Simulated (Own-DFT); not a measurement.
# Which defects push the lattice out? 4H SiC

Everything here is calculated. The program is Own-DFT (plane waves, in-house, since retired, never reviewed by a person); positions were held fixed, and spin and spin-orbit coupling were off.

All runs used: PBE; PseudoDojo norm-conserving scalar-relativistic files; cutoff 42 hartree; 4 x 4 x 3 k mesh centred on Gamma; Fermi-Dirac smearing of 0.1 eV.

Caveats (not all hold for every row): a neutral cation vacancy leaves holes that likely carry spin, which these runs leave out; some atoms lie very close together; not probed for a lower state with spin; forces on such cells failed a check on a denser k mesh; forces on such cells passed a denser k mesh, each cell not checked; stress not checked against mesh or cutoff.

All runs share one cell, with vectors in Å (9.248, 0.000, 0.000); (-4.624, 8.009, 0.000); (0.000, 0.000, 10.068) and a volume of 745.7 Å³. The atoms are randomly displaced, by u rms on each axis. The defect's site can differ from row to row.

| cell | formula | u (Å) | P (GPa) |
|---|---|---|---|
| no defect | C36Si36 | 0.0301 | 3.65 |
| no defect | C36Si36 | 0.0586 | 5.98 |
| no defect | C36Si36 | 0.0606 | 6.28 |
| one C on a Si site and one Si on a C site | C36Si36 | 0.0307 | 7.44 |
| one C on a Si site and one Si on a C site | C36Si36 | 0.0496 | 8.38 |
| one C on a Si site and one Si on a C site | C36Si36 | 0.0502 | 10.02 |
| one C vacancy | C35Si36 | 0.0302 | ? |
| one C vacancy | C35Si36 | 0.0313 | 3.57 |
| one C vacancy | C35Si36 | 0.0434 | 4.11 |
| one C vacancy | C35Si36 | 0.0475 | 4.97 |
| one Si on a C site | C35Si37 | 0.0479 | 11.88 |
| one Si on a C site | C35Si37 | 0.0516 | 12.14 |
| one Si on a C site | C35Si37 | 0.0526 | 11.89 |
| one Si vacancy | C36Si35 | 0.0269 | 2.94 |
| one Si vacancy | C36Si35 | 0.0282 | 3.04 |
| one Si vacancy | C36Si35 | 0.0290 | 3.13 |

## Fit

P = P0 + c u² + a shift for each defect gives P0 = 2.68 GPa, c = 983 ± 153 GPa/Å² and a scatter of 0.41 GPa. The shifts, and each times the cell's volume:

- one Si on a C site: 6.76 ± 0.34 GPa, 31.5 eV
- one C on a Si site and one Si on a C site: 4.00 ± 0.35 GPa, 18.6 eV
- one C vacancy: -0.14 ± 0.37 GPa, -0.6 eV (not resolved)
- one Si vacancy: -0.41 ± 0.44 GPa, -1.9 eV (not resolved)

Against the defect-free cell, a freed cell would be larger where the shift is positive and smaller where it is negative (160.2 GPa Å³ is 1 eV). The atoms around the defects weren't relaxed, which would change these numbers.

## The run left out

Asked: what pressure belongs in the blank (one C vacancy, u = 0.0302 Å)?

The fitted form gives 3.43 ± 0.49 GPa. Computed: 3.63 GPa.
